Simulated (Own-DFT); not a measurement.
# Response to strain: wurtzite AlGaN with randomly placed atoms, 72 atoms (Al9Ga27N36)

These are calculations, not measurements. They come from Own-DFT, an in-house plane-wave density functional program, since retired, whose code no person has reviewed. Each row is one single-point run on a periodic cell that was not relaxed, without spin or spin-orbit coupling.

Settings of every run: PBE; PseudoDojo norm-conserving scalar-relativistic files (stringent for Ga); cutoff 96 hartree; 4 x 4 x 3 k mesh centred on Gamma; Gaussian smearing of 0.01 eV.

Known limits: forces on such cells passed a denser k mesh, each cell not checked; stress not checked against mesh or cutoff.

Unstrained cell vectors in Å: (9.509, 0.000, 0.000); (-4.755, 8.235, 0.000); (0.000, 0.000, 10.268). The unstrained cell has measured lattice constants (interpolated for alloys), not those of this functional. That, the random moves and any unrelaxed bonds set the pressure at no strain. Each run strains this cell uniformly, with the atoms carried along. Every atom was also moved at random, by a Gaussian of width 0.05 Å on each axis. The random placing of the alloy's atoms differs from row to row. Strain is the symmetric tensor, in per cent. Stress is positive in tension, and the pressure is minus a third of its trace.

| run | e_xx (%) | e_yy (%) | e_zz (%) | s_xx (GPa) | s_yy (GPa) | s_zz (GPa) | P (GPa) | E (meV/atom) |
|---|---|---|---|---|---|---|---|---|
| 1 | 0.00 | 0.00 | -2.00 | -7.78 | -10.28 | -16.64 | 11.56 | 33.4 |
| 2 | 0.00 | 0.00 | -1.75 | -9.13 | -5.79 | -17.16 | 10.70 | 18.1 |
| 3 | 0.00 | 0.00 | 1.25 | -5.15 | -7.29 | -2.66 | 5.03 | 21.8 |
| 4 | 0.00 | 0.00 | -0.50 | -5.74 | -6.18 | -11.62 | 7.84 | 2.2 |
| 5 | 0.00 | 0.00 | 1.50 | -6.35 | -7.28 | 0.27 | 4.45 | 10.7 |
| 6 | 0.00 | 0.00 | 2.25 | -4.80 | -5.50 | 2.68 | 2.54 | 0.0 |
| 7 | 0.00 | 0.00 | -0.75 | -6.67 | -7.72 | -10.04 | 8.15 | 0.9 |
| 8 | 0.00 | 0.00 | -1.00 | -5.45 | -8.30 | -14.06 | 9.27 | 17.7 |
| 9 | 0.00 | 0.00 | 0.50 | ? | ? | ? | ? | ? |

E is the free energy for each atom above the lowest run shown.

## Worked fit

The change of volume is close to e_xx + e_yy + e_zz. A straight line through the runs shown gives P = 7.19 - 199 x (fractional change of volume) GPa, with an error of 9 on the slope and a scatter of 0.36 GPa. The strain isn't the same on all axes and the cell isn't cubic, so the slope belongs to this path and is not the bulk modulus.

## Withheld run

Question: what pressure should run 9 give? Its volume changes by 0.50 %.

The line gives 6.2 GPa. The calculation gave 5.53 GPa.
